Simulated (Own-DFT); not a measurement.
Simulation results for SiC (4H silicon carbide, atoms displaced), SiC (twinned 3C silicon carbide, atoms displaced), GaP (zincblende, strained, atoms displaced)

A calculation, not a measurement: plane-wave PBE density functional theory by an unreviewed code, no spin, of a simulated periodic cell, stress positive in tension, free energy of the whole cell less one offset for each atom, forces on such cells passed a denser k mesh, this cell's mesh not checked; offsets are fitted by least squares, one for each functional and potential file, so energies compare only between cells with the same atoms and settings and are not formation energies; the far tail of each file's local potential was reset to the Coulomb form; each entry is a single point on an unrelaxed cell, so the pressure reflects the starting lattice, mostly measured values (interpolated for alloys), from which strain is counted, and rises with the displacements; printed positions are rounded, which can move forces by about a meV/angstrom; the program, named Own-DFT, is a retired in-house code; no spin-orbit coupling. Program: Own-DFT development build.

Settings shared by all entries: functional PBE; potential files PseudoDojo norm-conserving, scalar-relativistic, standard set; wave cutoff 42 hartree; occupations Fermi-Dirac; smearing width 0.1 eV.

(1) SiC (4H silicon carbide, atoms displaced)

```
SiC
1.0
     12.3308     0.0000     0.0000
     -6.1654    10.6788     0.0000
      0.0000     0.0000    10.0681
Si C Si C Si C Si C Si C Si C Si C Si C Si C Si C Si C Si C Si C Si C Si C Si C Si C Si C Si C Si C Si C Si C Si C Si C Si C Si C Si C Si C Si C Si C Si C Si C
2 2 2 2 2 2 2 2 2 2 2 2 2 2 2 2 2 2 2 2 2 2 2 2 2 2 2 2 2 2 2 2 2 2 2 2 2 2 2 2 2 2 2 2 2 2 2 2 2 2 2 2 2 2 2 2 2 2 2 2 2 2 2 2
Direct
  0.00099 0.00127 0.40921
  0.08354 0.16778 0.15945
  0.00333 0.00202 0.09111
  0.08230 0.16693 0.34036
  0.99667 0.24816 0.40244
  0.08444 0.41635 0.15239
  0.00029 0.25012 0.09823
  0.08821 0.42152 0.34285
  0.00005 0.50199 0.40654
  0.08120 0.66411 0.15181
  0.00778 0.50296 0.09438
  0.08187 0.66500 0.34551
  0.00174 0.75130 0.40773
  0.08026 0.91185 0.15155
  0.00201 0.74871 0.09233
  0.08201 0.91389 0.34549
  0.25047 0.00029 0.40727
  0.33391 0.16588 0.15687
  0.25068 0.99897 0.09291
  0.33671 0.17017 0.34338
  0.25026 0.24864 0.41081
  0.33130 0.41270 0.15266
  0.25178 0.24667 0.09656
  0.33147 0.41778 0.34553
  0.25116 0.50248 0.40267
  0.32959 0.66484 0.15383
  0.25085 0.50167 0.09540
  0.32341 0.65916 0.34262
  0.24934 0.75508 0.40473
  0.33773 0.92045 0.15857
  0.25052 0.74984 0.09328
  0.33437 0.91432 0.34641
  0.50122 0.00203 0.40413
  0.58835 0.16991 0.15849
  0.50313 0.00218 0.09375
  0.58668 0.16436 0.34470
  0.49697 0.24774 0.40717
  0.58695 0.42367 0.15092
  0.50394 0.25349 0.09672
  0.58236 0.41372 0.34743
  0.49906 0.49990 0.41143
  0.58436 0.66421 0.16344
  0.50259 0.50377 0.09196
  0.58088 0.66605 0.33953
  0.50427 0.75181 0.40564
  0.57692 0.91787 0.16068
  0.49937 0.75470 0.09095
  0.58744 0.91858 0.34769
  0.75002 0.99770 0.40541
  0.82886 0.16567 0.15706
  0.75200 0.00028 0.09724
  0.83542 0.16470 0.34429
  0.75041 0.24521 0.40574
  0.83020 0.41419 0.16103
  0.74899 0.25150 0.09399
  0.83108 0.41988 0.34656
  0.74680 0.50100 0.40449
  0.83080 0.66578 0.15400
  0.75269 0.50271 0.09309
  0.82982 0.66686 0.34484
  0.75228 0.75092 0.40670
  0.83031 0.91672 0.15634
  0.75123 0.75022 0.08669
  0.83004 0.91157 0.33922
  0.99554 0.99860 0.90282
  0.91733 0.83246 0.66016
  0.99943 0.99968 0.59462
  0.92001 0.83300 0.84743
  0.99947 0.74990 0.90563
  0.92092 0.59230 0.65254
  0.99415 0.74816 0.59682
  0.91182 0.57991 0.83774
  0.00358 0.49879 0.90848
  0.91561 0.32860 0.65397
  0.00070 0.50113 0.59855
  0.91820 0.33336 0.83972
  0.00723 0.25457 0.90632
  0.91635 0.08272 0.65636
  0.00141 0.25093 0.59419
  0.91552 0.08645 0.84541
  0.74799 0.99921 0.90717
  0.66416 0.83066 0.65973
  0.75092 0.00047 0.58947
  0.66484 0.83476 0.84648
  0.74631 0.75060 0.91009
  0.66969 0.58557 0.65374
  0.75123 0.74955 0.59937
  0.66708 0.58919 0.84671
  0.74983 0.49989 0.90745
  0.66752 0.33153 0.65892
  0.74850 0.50248 0.58868
  0.66795 0.33511 0.84042
  0.75025 0.25061 0.90862
  0.66285 0.07897 0.65631
  0.75206 0.24929 0.59429
  0.66550 0.08513 0.84358
  0.49386 0.99772 0.90716
  0.41694 0.83817 0.65939
  0.49989 0.99919 0.59569
  0.41970 0.83198 0.83958
  0.49407 0.74703 0.90385
  0.41659 0.57988 0.65622
  0.49652 0.74909 0.59604
  0.41819 0.58356 0.84177
  0.50339 0.50178 0.90349
  0.41830 0.33847 0.65303
  0.49692 0.49866 0.58678
  0.41624 0.33217 0.84194
  0.50276 0.25490 0.90402
  0.42024 0.08781 0.65357
  0.49947 0.24809 0.58548
  0.41519 0.08642 0.84850
  0.25398 0.00026 0.90931
  0.16498 0.83008 0.66153
  0.24915 0.99566 0.59540
  0.17299 0.83372 0.84259
  0.25232 0.74934 0.90658
  0.16209 0.58057 0.65661
  0.25192 0.75240 0.59940
  0.17096 0.58563 0.84148
  0.25432 0.49925 0.90671
  0.16834 0.33375 0.65548
  0.24907 0.49591 0.59306
  0.17002 0.33290 0.84662
  0.24917 0.24766 0.90951
  0.16260 0.08077 0.65258
  0.25270 0.25116 0.59851
  0.16686 0.08429 0.84813
```

It was run with hardware one NVIDIA H200 and k mesh 3 x 3 x 3 centred on Gamma.

It finds free energy of cell above offsets -18.587 eV; pressure 3.81 GPa; stress xx -2.57 GPa; stress yy -3.91 GPa; stress zz -4.96 GPa; stress yz 0.07 GPa; stress xz -0.31 GPa; stress xy 0.37 GPa; wall time 539.9 s.

Force:
| element | x (eV/Å) | y (eV/Å) | z (eV/Å) |
| --- | --- | --- | --- |
| Si | -0.314 | -0.617 | -1.293 |
| Si | 0.384 | -0.647 | -1.19 |
| C | -0.934 | -0.561 | 0.476 |
| C | 0.5 | -0.29 | 1.806 |
| Si | 1.274 | 1.5 | 0.652 |
| Si | 0.284 | 0.166 | 1.332 |
| C | -0.323 | -0.011 | -0.98 |
| C | -1.334 | -1.411 | -0.101 |
| Si | 0.488 | -0.595 | 0.416 |
| Si | 0.726 | 0.996 | 1.201 |
| C | -1.842 | -1.37 | -0.341 |
| C | -0.39 | 0.974 | -0.514 |
| Si | -0.615 | -0.787 | -0.231 |
| Si | 0.18 | 1.163 | 0.826 |
| C | -0.92 | -0.534 | -0.104 |
| C | 0.072 | 0.869 | -0.423 |
| Si | -0.03 | -0.162 | -0.033 |
| Si | 0.609 | 0.101 | -0.134 |
| C | 0.127 | 0.004 | 0.885 |
| C | -0.648 | -1.354 | 0.328 |
| Si | -0.541 | 0.855 | -0.772 |
| Si | 0.392 | 1.004 | 1.166 |
| C | -0.851 | 0.521 | -0.456 |
| C | 0.891 | -0.615 | -0.454 |
| Si | -0.038 | -1.297 | 1.219 |
| Si | 0.782 | 0.66 | 0.732 |
| C | 0.585 | -0.983 | -1.115 |
| C | 1.13 | 3.164 | -0.076 |
| Si | 0.812 | -2.252 | 1.146 |
| Si | -0.506 | -0.938 | -0.432 |
| C | -0.335 | 0.551 | 0.015 |
| C | -0.333 | 1.641 | -0.688 |
| Si | 0.461 | -0.903 | 1.038 |
| Si | -1.289 | -0.441 | -0.354 |
| C | -0.999 | 0.506 | 0.195 |
| C | -0.993 | 0.49 | -0.131 |
| Si | 1.336 | 0.635 | -1.37 |
| Si | -0.16 | -1.365 | 1.585 |
| C | -0.176 | -0.078 | -0.711 |
| C | -0.721 | 0.711 | -1.087 |
| Si | -0.08 | -0.411 | -2.933 |
| Si | -0.965 | 1.242 | -3.002 |
| C | -0.484 | -0.698 | -0.122 |
| C | 0.997 | -0.019 | 2.529 |
| Si | -1.775 | -0.804 | 0.294 |
| Si | 2.241 | -0.462 | -0.69 |
| C | 0.305 | -1.179 | 0.86 |
| C | -1.274 | -0.36 | -0.517 |
| Si | 0.574 | 0.204 | -0.066 |
| Si | 1.355 | 0.131 | -0.234 |
| C | -1.639 | 0.07 | -0.567 |
| C | -1.07 | -0.154 | -0.31 |
| Si | -0.244 | 1.306 | 0.637 |
| Si | 0.857 | 1.262 | -0.559 |
| C | 0.678 | 0.064 | 0.103 |
| C | 0.945 | -1.091 | -0.09 |
| Si | 0.12 | -0.177 | 0.346 |
| Si | 0.683 | 0.931 | 0.368 |
| C | 0.178 | -0.621 | -0.044 |
| C | 0.978 | 0.081 | -0.574 |
| Si | -0.883 | -0.387 | 0.364 |
| Si | 1.503 | -0.106 | -0.745 |
| C | -0.536 | -0.018 | 2.587 |
| C | 0.399 | 1.11 | 1.383 |
| Si | 0.944 | 0.81 | 0.801 |
| Si | -0.626 | 0.296 | 0.097 |
| C | -0.367 | -0.354 | -0.072 |
| C | -1.428 | 0.048 | -0.481 |
| Si | 1.072 | -0.637 | -0.204 |
| Si | -0.469 | -3.524 | 0.689 |
| C | 1.416 | 2.006 | -0.986 |
| C | 1.03 | 0.885 | 1.447 |
| Si | -0.774 | 0.453 | -1.292 |
| Si | -0.165 | 1.289 | 0.376 |
| C | -0.854 | -0.453 | -1.307 |
| C | 0.102 | -0.147 | 1.411 |
| Si | -1.304 | -0.86 | 0.367 |
| Si | -0.465 | 0.43 | 0.169 |
| C | 0.332 | -0.685 | -0.641 |
| C | 0.338 | -0.511 | -0.318 |
| Si | -0.234 | 0.658 | 0.258 |
| Si | -0.021 | 0.573 | -0.546 |
| C | -0.049 | -0.65 | 1.027 |
| C | 0.155 | -0.343 | -0.12 |
| Si | 0.686 | 0.605 | -1.716 |
| Si | -0.562 | -0.71 | 0.721 |
| C | -0.522 | 0.646 | -1.147 |
| C | 0.872 | -1.279 | -0.962 |
| Si | -0.158 | 0.657 | -0.935 |
| Si | -0.117 | 0.844 | -1.924 |
| C | 0.891 | -0.532 | 1.044 |
| C | -0.071 | -0.178 | 1.259 |
| Si | 0.36 | 0.077 | -1.161 |
| Si | 0.863 | 0.995 | 0.021 |
| C | -0.621 | -0.611 | -0.286 |
| C | -0.179 | -0.57 | 0.593 |
| Si | 1.263 | 0.625 | -0.432 |
| Si | 0.335 | -1.382 | -1.088 |
| C | -0.421 | 0.697 | -0.783 |
| C | -1.381 | 0.702 | 1.425 |
| Si | 1.448 | 0.692 | 0.645 |
| Si | -1.196 | 0.686 | -0.498 |
| C | 0.677 | 0.03 | -0.46 |
| C | 0.206 | -0.461 | 0.346 |
| Si | -0.647 | -0.208 | 0.378 |
| Si | 0.75 | -1.456 | 0.451 |
| C | 0.922 | 0.991 | 2.468 |
| C | -0.013 | 0.886 | 0.146 |
| Si | 0.09 | -0.764 | 0.847 |
| Si | -0.724 | -1.194 | 0.895 |
| C | -0.025 | 0.916 | 2.28 |
| C | 1.032 | 0.119 | -1.076 |
| Si | -1.503 | -0.099 | -0.82 |
| Si | 0.133 | 0.449 | -1.094 |
| C | -0.41 | 0.776 | -0.275 |
| C | -1.279 | -0.075 | 1.288 |
| Si | 0.062 | 0.024 | -0.299 |
| Si | 1.689 | 0.751 | -0.274 |
| C | -0.549 | -0.696 | -1.294 |
| C | -0.073 | -0.863 | 0.964 |
| Si | -0.871 | 0.317 | -0.156 |
| Si | -0.234 | -0.193 | 0.296 |
| C | -0.358 | 0.963 | -0.017 |
| C | 0.009 | 0.329 | -0.393 |
| Si | 0.414 | 0.036 | -0.441 |
| Si | 1.547 | 0.599 | 1.609 |
| C | -0.527 | -0.737 | -0.907 |
| C | -0.043 | -0.898 | -0.955 |

(2) SiC (twinned 3C silicon carbide, atoms displaced)

```
SiC
1.0
      4.3596    -4.3596     0.0000
      0.0000     4.3596    -4.3596
      8.7192     8.7192     8.7192
Si C Si C Si C Si C Si C Si C Si C Si C Si C Si C Si C Si C Si C Si C Si C Si C Si C Si C Si C Si C Si C Si C Si C Si C
1 1 1 1 1 1 1 1 1 1 1 1 1 1 1 1 1 1 1 1 1 1 1 1 1 1 1 1 1 1 1 1 1 1 1 1 1 1 1 1 1 1 1 1 1 1 1 1
Direct
  0.00479 0.00432 0.43856
  0.99747 0.01423 0.05786
  0.16966 0.32794 0.10451
  0.16483 0.32962 0.22998
  0.33741 0.15738 0.27162
  0.32891 0.15850 0.39408
  0.99891 0.51169 0.43766
  0.99306 0.49086 0.06241
  0.16524 0.82612 0.10386
  0.17167 0.83069 0.22893
  0.34470 0.66979 0.27092
  0.34099 0.66066 0.39535
  0.50873 0.00521 0.44017
  0.49877 0.99534 0.06332
  0.65702 0.32874 0.10019
  0.65604 0.32933 0.22943
  0.83286 0.17037 0.27266
  0.82302 0.15423 0.39695
  0.49771 0.49718 0.43966
  0.49579 0.50361 0.06205
  0.66325 0.82131 0.10493
  0.67037 0.83573 0.22874
  0.82910 0.66485 0.27109
  0.83554 0.66669 0.39450
  0.99670 0.00614 0.93744
  0.99229 0.99492 0.56385
  0.82412 0.65774 0.60303
  0.83112 0.66572 0.72697
  0.65736 0.83312 0.77252
  0.66092 0.83135 0.89751
  0.99781 0.49568 0.93564
  0.99699 0.50134 0.56389
  0.83215 0.16453 0.60381
  0.83391 0.16810 0.72619
  0.66825 0.33159 0.76939
  0.65655 0.33010 0.89521
  0.49936 0.00353 0.93833
  0.50266 0.00206 0.56122
  0.32851 0.66890 0.60380
  0.33057 0.66943 0.72908
  0.16972 0.83361 0.77301
  0.16134 0.83958 0.89693
  0.50102 0.49770 0.93621
  0.50275 0.50236 0.56271
  0.32642 0.16284 0.60327
  0.33063 0.16693 0.72815
  0.16534 0.32794 0.77064
  0.17194 0.32934 0.89625
```

It was run with hardware one NVIDIA H100 and k mesh 5 x 5 x 2 centred on Gamma.

Results for SiC (twinned 3C silicon carbide, atoms displaced): free energy of cell above offsets -7.326 eV; pressure 3.6 GPa; stress xx -3.77 GPa; stress yy -3.85 GPa; stress zz -3.18 GPa; stress yz -0.95 GPa; stress xz -0.29 GPa; stress xy -0.39 GPa; wall time 189.8 s.

Force:
| element | x (eV/Å) | y (eV/Å) | z (eV/Å) |
| --- | --- | --- | --- |
| Si | -0.873 | -0.142 | 0.421 |
| C | 0.812 | -0.649 | 2.909 |
| Si | -0.447 | 1.562 | -0.24 |
| C | 0.49 | -0.279 | -0.046 |
| Si | -1.264 | 1.122 | -0.594 |
| C | 1.41 | 0.525 | 0.154 |
| Si | 0.366 | -1.891 | 1.079 |
| C | 0.187 | 0.063 | -0.531 |
| Si | -0.572 | 0.442 | -0.625 |
| C | -0.597 | 0.228 | 0.482 |
| Si | -0.997 | 0.093 | 0.773 |
| C | -0.365 | 1.649 | -0.409 |
| Si | -2.057 | -0.442 | 0.509 |
| C | -0.369 | 0.004 | 0.063 |
| Si | 1.278 | 0.272 | 0.76 |
| C | 0.813 | -0.945 | -0.815 |
| Si | -0.35 | -0.575 | -0.252 |
| C | 1.479 | 0.051 | -1.788 |
| Si | -0.274 | -1.147 | -0.341 |
| C | -0.138 | -1.234 | 0.58 |
| Si | 0.649 | 0.831 | -1.97 |
| C | 0.247 | -0.143 | -0.036 |
| Si | 0.269 | -0.79 | -0.259 |
| C | -0.122 | 1.063 | 0.029 |
| Si | -0.435 | -0.689 | 0.482 |
| C | 0.171 | -0.578 | -0.385 |
| Si | 1.217 | 0.534 | -0.384 |
| C | 0.59 | 0.787 | 0.479 |
| Si | 0.405 | -1.328 | -0.371 |
| C | -0.167 | -0.21 | -0.685 |
| Si | 0.4 | 0.577 | -0.139 |
| C | -0.246 | -0.644 | -0.12 |
| Si | -0.14 | 0.051 | -0.384 |
| C | 0.538 | 0.574 | 1.082 |
| Si | -0.453 | 0.516 | -0.491 |
| C | 0.935 | -1.172 | -0.346 |
| Si | -0.534 | 0.013 | 0.807 |
| C | 0.149 | 0.986 | 0.718 |
| Si | 0.454 | -0.35 | 0.043 |
| C | -0.028 | -0.318 | 0.581 |
| Si | -1.285 | 0.482 | -0.507 |
| C | 0.136 | -0.912 | 0.625 |
| Si | 0.076 | 0.965 | -0.164 |
| C | -1.135 | 0.639 | 0.803 |
| Si | 0.481 | -0.037 | -0.069 |
| C | 0.356 | -0.51 | 0.282 |
| Si | -0.015 | 0.293 | -0.613 |
| C | -1.042 | 0.664 | -1.096 |

(3) GaP (zincblende, strained, atoms displaced)

```
GaP
1.0
     10.8620     0.0000     0.0000
      0.0000    10.8620     0.0000
      0.0000     0.0000    10.9361
Ga P Ga P Ga P Ga P Ga P Ga P Ga P Ga P
4 4 4 4 4 4 4 4 4 4 4 4 4 4 4 4
Direct
  0.00418 0.00629 0.98940
  0.99989 0.25514 0.24213
  0.24868 0.99838 0.24828
  0.25145 0.24970 0.99985
  0.13354 0.12674 0.12270
  0.12877 0.37431 0.37629
  0.37479 0.13109 0.37742
  0.36830 0.37293 0.11858
  0.00437 0.99283 0.50194
  0.00695 0.24805 0.75246
  0.23732 0.00714 0.75039
  0.25297 0.24646 0.50039
  0.11516 0.11542 0.63247
  0.12964 0.37699 0.87510
  0.36768 0.12372 0.87601
  0.37307 0.37572 0.63295
  0.00468 0.49672 0.99414
  0.00555 0.74973 0.24825
  0.24735 0.49839 0.24569
  0.23838 0.75172 0.99788
  0.12072 0.61889 0.12110
  0.13153 0.87453 0.37689
  0.38204 0.62916 0.37632
  0.37830 0.87709 0.13560
  0.00854 0.49748 0.50182
  0.99641 0.75590 0.75595
  0.24321 0.49422 0.75431
  0.25812 0.75150 0.49909
  0.12136 0.61807 0.62198
  0.12827 0.86416 0.87453
  0.36674 0.61637 0.87913
  0.37853 0.86940 0.63002
  0.50045 0.99870 0.99464
  0.50275 0.24468 0.24982
  0.74822 0.99704 0.25431
  0.75057 0.25688 0.00171
  0.62215 0.12457 0.12293
  0.62295 0.37015 0.37265
  0.87644 0.13003 0.37707
  0.87220 0.38200 0.11981
  0.50962 0.00797 0.49896
  0.49828 0.24981 0.75464
  0.74832 0.99971 0.75681
  0.75101 0.24466 0.50234
  0.62392 0.12899 0.61332
  0.62328 0.38623 0.87372
  0.87148 0.12749 0.87268
  0.87578 0.37037 0.62509
  0.49093 0.50119 0.99567
  0.50312 0.74214 0.24705
  0.74499 0.49530 0.25057
  0.75026 0.75574 0.00128
  0.62122 0.62231 0.12283
  0.61675 0.87649 0.37977
  0.88312 0.63334 0.37850
  0.86812 0.87383 0.12817
  0.49989 0.49590 0.50317
  0.50606 0.75053 0.75845
  0.75020 0.49845 0.75113
  0.74319 0.74583 0.49701
  0.62045 0.62821 0.62432
  0.62408 0.87085 0.87159
  0.87715 0.62272 0.87500
  0.87637 0.87813 0.62405
```

Here we set hardware one NVIDIA H100 and k mesh 3 x 3 x 3 centred on Gamma.

It finds free energy of cell above offsets -32.968 eV; pressure 3.67 GPa; stress xx -3.78 GPa; stress yy -3.8 GPa; stress zz -3.42 GPa; stress yz -0.36 GPa; stress xz -0.02 GPa; stress xy -0.09 GPa; wall time 543.7 s.

Force:
| element | x (eV/Å) | y (eV/Å) | z (eV/Å) |
| --- | --- | --- | --- |
| Ga | -0.266 | -0.712 | 0.953 |
| Ga | 0.042 | -0.214 | 0.428 |
| Ga | 0.421 | 0.542 | 0.656 |
| Ga | -0.152 | 0.077 | -0.31 |
| P | -1.21 | -0.251 | 0.006 |
| P | -0.216 | -0.319 | -0.36 |
| P | 0.114 | -1.121 | -0.43 |
| P | 1.13 | 0.12 | 1 |
| Ga | -0.636 | 0.426 | -0.7 |
| Ga | -0.915 | 0.524 | 0.023 |
| Ga | 1.656 | -1.696 | 0.372 |
| Ga | -0.531 | 0.323 | 0.901 |
| P | 0.56 | 1.358 | -1.5 |
| P | -0.746 | -1.363 | 0.437 |
| P | 0.651 | -0.159 | -0.32 |
| P | -0.079 | -0.342 | -0.585 |
| Ga | -0.712 | 0.258 | 0.134 |
| Ga | -0.338 | 0.264 | -0.082 |
| Ga | 0.621 | 0.338 | 0.539 |
| Ga | 1.903 | -0.887 | 1.494 |
| P | 0.257 | 0.585 | 0.381 |
| P | -0.305 | -0.1 | -0.305 |
| P | -0.735 | -1.183 | -0.309 |
| P | -0.233 | -0.568 | -1.54 |
| Ga | -1.279 | -0.325 | -0.502 |
| Ga | -0.136 | -0.999 | -1.157 |
| Ga | 0.579 | 1.078 | -1.124 |
| Ga | -0.347 | -0.506 | 0.529 |
| P | 0.916 | 1.449 | 1.013 |
| P | -0.828 | 2.063 | -0.506 |
| P | 0.026 | 1.619 | -0.669 |
| P | -0.099 | 1.376 | 0.081 |
| Ga | -0.444 | -0.098 | 0.534 |
| Ga | -0.771 | 0.595 | -0.458 |
| Ga | -0.139 | 0.428 | 0.196 |
| Ga | -0.579 | -0.347 | -0.324 |
| P | 0.626 | -0.191 | -0.214 |
| P | 0.255 | 0.158 | 0.62 |
| P | 0.533 | -0.816 | -0.566 |
| P | 0.536 | -0.256 | 0.359 |
| Ga | -1.996 | -0.933 | -0.001 |
| Ga | 0.27 | -0.045 | -0.285 |
| Ga | -0.016 | 0.226 | -1.388 |
| Ga | 0.404 | 1.039 | -0.601 |
| P | 0.252 | -0.062 | 2.712 |
| P | -0.136 | -1.32 | 0.355 |
| P | 0.165 | 0.427 | 0.384 |
| P | 0.208 | 0.328 | 0.11 |
| Ga | 0.442 | -0.305 | 0.835 |
| Ga | -0.028 | 0.777 | 0.375 |
| Ga | 0.555 | 0.986 | 0.322 |
| Ga | -0.063 | -1.051 | -0.054 |
| P | 0.48 | -0.121 | -0.437 |
| P | 0.821 | -0.547 | -0.911 |
| P | -0.759 | -1.258 | -0.273 |
| P | 1.355 | 0.636 | -0.266 |
| Ga | -0.174 | 0.102 | -0.173 |
| Ga | -1.584 | -1.123 | -0.736 |
| Ga | 0.301 | 0.549 | -0.828 |
| Ga | 0.614 | 0.639 | 0.267 |
| P | 0.504 | -0.743 | 0.402 |
| P | 0.525 | 0.838 | 0.993 |
| P | -0.407 | 0.394 | 0.16 |
| P | -0.861 | -0.56 | 0.342 |

(4) GaP (zincblende, strained, atoms displaced)

```
GaP
1.0
     10.8620     0.0000     0.0000
      0.0000    10.8620     0.0000
      0.0000     0.0000    10.9439
Ga P Ga P Ga P Ga P Ga P Ga P Ga P Ga P
4 4 4 4 4 4 4 4 4 4 4 4 4 4 4 4
Direct
  0.00880 0.99648 0.99289
  0.99907 0.24439 0.25263
  0.25762 0.99820 0.24660
  0.24634 0.24578 0.99212
  0.11353 0.11179 0.13178
  0.11647 0.35125 0.38244
  0.37588 0.13015 0.37414
  0.37563 0.37475 0.11975
  0.01246 0.00505 0.48426
  0.00354 0.25507 0.74116
  0.24412 0.00604 0.75431
  0.24297 0.24723 0.51321
  0.13264 0.12138 0.61802
  0.11599 0.37322 0.88503
  0.37625 0.11868 0.87201
  0.36892 0.38256 0.61538
  0.00003 0.49330 0.00839
  0.99668 0.74375 0.25303
  0.25271 0.49922 0.25644
  0.25899 0.75400 0.00849
  0.12936 0.62534 0.12996
  0.11973 0.87139 0.37266
  0.37795 0.64015 0.36927
  0.36984 0.86193 0.12892
  0.99565 0.48834 0.49616
  0.00259 0.74967 0.74954
  0.24252 0.50099 0.74865
  0.25007 0.75938 0.49581
  0.13324 0.62363 0.63199
  0.13043 0.89110 0.87132
  0.35453 0.63638 0.86712
  0.37823 0.87618 0.62118
  0.50177 0.00336 0.00524
  0.50460 0.24663 0.25197
  0.74727 0.99518 0.24996
  0.75067 0.24638 0.99133
  0.62219 0.12532 0.11916
  0.62480 0.37523 0.36941
  0.86531 0.14561 0.37582
  0.87893 0.37922 0.12189
  0.49974 0.00034 0.50565
  0.50946 0.25332 0.76075
  0.74795 0.00481 0.75077
  0.76099 0.25183 0.51373
  0.62499 0.10933 0.62444
  0.62564 0.38388 0.88004
  0.86928 0.12561 0.86895
  0.87774 0.36143 0.62118
  0.50642 0.50019 0.99275
  0.49983 0.74564 0.23930
  0.74560 0.49285 0.25923
  0.72791 0.73847 0.99908
  0.62783 0.63057 0.12763
  0.62187 0.87078 0.36780
  0.88143 0.62414 0.37403
  0.87036 0.87931 0.12496
  0.50162 0.49924 0.51053
  0.49831 0.75369 0.74274
  0.74895 0.50345 0.74095
  0.75173 0.75434 0.51029
  0.63008 0.62771 0.62925
  0.62588 0.87807 0.87763
  0.86583 0.62432 0.89196
  0.87089 0.86379 0.62668
```

It was run with hardware one NVIDIA H100 and k mesh 3 x 3 x 3 centred on Gamma.

The calculation gives: free energy of cell above offsets -29.040 eV; pressure 4.57 GPa; stress xx -4.77 GPa; stress yy -4.58 GPa; stress zz -4.35 GPa; stress yz -0.36 GPa; stress xz 0.18 GPa; stress xy -0.74 GPa; wall time 547.2 s.

Force:
| element | x (eV/Å) | y (eV/Å) | z (eV/Å) |
| --- | --- | --- | --- |
| Ga | -2.072 | 0.48 | 0.745 |
| Ga | -0.561 | 0.299 | -1.228 |
| Ga | -0.633 | -0.007 | 0.621 |
| Ga | 0.178 | -0.448 | 1.196 |
| P | 1.355 | 1.001 | -0.547 |
| P | 1.224 | 2.179 | -0.446 |
| P | -0.19 | -0.49 | 0.636 |
| P | 0.021 | -0.136 | 0.272 |
| Ga | -2.04 | 0.301 | 0.74 |
| Ga | 0.417 | -1.266 | 1.222 |
| Ga | 1.533 | -0.027 | -1.427 |
| Ga | 1.702 | 0.632 | -1.757 |
| P | -1.564 | -0.642 | 1.576 |
| P | 0.711 | -0.044 | -1.7 |
| P | 0.172 | 0.88 | 0.36 |
| P | 0.272 | -0.989 | 1.911 |
| Ga | 0.222 | 1.846 | -0.27 |
| Ga | 0.077 | 0.839 | -1.207 |
| Ga | -0.085 | -0.523 | 0.142 |
| Ga | -2.285 | -0.734 | -1.395 |
| P | -0.363 | -0.184 | -0.374 |
| P | 0.939 | 0.129 | -0.704 |
| P | -0.251 | -1.748 | 1.221 |
| P | 1.634 | 2.625 | 0.152 |
| Ga | 0.752 | 0.841 | 0.203 |
| Ga | -0.255 | -0.263 | 0.912 |
| Ga | 0.469 | -1.138 | 0.968 |
| Ga | 0.015 | -0.63 | 0.409 |
| P | -1.619 | 0.508 | -1.879 |
| P | -0.378 | -2.888 | 0.485 |
| P | 2.292 | -0.865 | 0.19 |
| P | -1.032 | 0.416 | 0.487 |
| Ga | -0.858 | -1.149 | -0.402 |
| Ga | -0.562 | 0.368 | -0.808 |
| Ga | 0.157 | 1.003 | 0.174 |
| Ga | 0.068 | 0.663 | 0.906 |
| P | 0.844 | 0.32 | 0.86 |
| P | -0.496 | -0.676 | 2.217 |
| P | 0.459 | -2.828 | -0.471 |
| P | -1.309 | -1.548 | 1.233 |
| Ga | -0.37 | -0.387 | -1.84 |
| Ga | -0.841 | -0.377 | -1.184 |
| Ga | 0.572 | -1.529 | 0.061 |
| Ga | -3.226 | -1.267 | -1.425 |
| P | 0.235 | 2.594 | 0.285 |
| P | 1.196 | -0.841 | -1.355 |
| P | 1.534 | 0.082 | -0.035 |
| P | 0.334 | 3.216 | 1.641 |
| Ga | -1.907 | 1.502 | 1.096 |
| Ga | 0.363 | 0.457 | 0.839 |
| Ga | 1.359 | 1.235 | -1.273 |
| Ga | 1.97 | 2.217 | -0.504 |
| P | -1.008 | -2.593 | 0.817 |
| P | 0.009 | 0.082 | 1.042 |
| P | -1.432 | -0.63 | 1.005 |
| P | 0.489 | -1.098 | -0.692 |
| Ga | 0.288 | 1.007 | -1.725 |
| Ga | -0.061 | -0.04 | 1.123 |
| Ga | 1.17 | -0.669 | 1.348 |
| Ga | -0.642 | -0.875 | -2.197 |
| P | -0.951 | -0.056 | -0.673 |
| P | -0.762 | -0.182 | -0.441 |
| P | 1.259 | -0.407 | -1.705 |
| P | 1.461 | 2.449 | 0.568 |
